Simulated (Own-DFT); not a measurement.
# What a defect does to the pressure of its cell: zincblende GaAs

No measurement is shown. These are fixed-geometry runs of a retired plane-wave code named Own-DFT, which no person has reviewed; spin and spin-orbit coupling are neglected.

All runs used: PBE; PseudoDojo norm-conserving scalar-relativistic files; cutoff 42 hartree; 3 x 3 x 3 k mesh centred on Gamma; Fermi-Dirac smearing of 0.1 eV.

Limits (not all hold for every row): not probed for a lower state with spin; forces not confirmed at this smearing and k mesh; stress not checked against mesh or cutoff.

All runs share one cell, with vectors in Å (11.737, 0.000, 0.000); (0.000, 11.737, 0.000); (0.000, 0.000, 10.919) and a volume of 1504.3 Å³, strained against the parent crystal. u is the rms random offset of the atoms per axis. The defect's site can differ from row to row.

```
                             cell     formula   u (Å)  P (GPa)
                        no defect    As32Ga32  0.0303     0.77
                        no defect    As32Ga32  0.0484     1.01
                        no defect    As32Ga32  0.0504     1.13
              one Al on a Ga site  AlAs32Ga31  0.0296     0.73
              one Al on a Ga site  AlAs32Ga31  0.0536     1.18
              one Al on a Ga site  AlAs32Ga31  0.0540     1.16
              one In on a Ga site  As32Ga31In  0.0312     1.32
              one In on a Ga site  As32Ga31In  0.0488     1.53
              one In on a Ga site  As32Ga31In  0.0535     1.69
              one P on an As site   As31Ga32P  0.0288     0.52
              one P on an As site   As31Ga32P  0.0300        ?
              one P on an As site   As31Ga32P  0.0496     0.73
              one P on an As site   As31Ga32P  0.0506     0.75
one As vacancy and one Ga vacancy    As31Ga31  0.0298     0.48
one As vacancy and one Ga vacancy    As31Ga31  0.0458     0.61
one As vacancy and one Ga vacancy    As31Ga31  0.0491     0.75
```

## Fit

P = P0 + c u² + a shift for each defect gives P0 = 0.62 GPa, c = 183 ± 16 GPa/Å² and a scatter of 0.05 GPa. The shifts, and each times the cell's volume:

- one In on a Ga site: 0.52 ± 0.04 GPa, 4.9 eV
- one Al on a Ga site: 0.00 ± 0.04 GPa, 0.0 eV (not resolved)
- one P on an As site: -0.31 ± 0.04 GPa, -2.9 eV
- one As vacancy and one Ga vacancy: -0.33 ± 0.04 GPa, -3.1 eV

Against the defect-free cell, a freed cell would be larger where the shift is positive and smaller where it is negative (160.2 GPa Å³ is 1 eV). The atoms around the defects weren't relaxed, which would change these numbers.

## Prediction

The question: what pressure belongs in the blank (one P on an As site, u = 0.0300 Å)?

The fitted form gives 0.47 ± 0.06 GPa. The calculation gave 0.52 GPa.
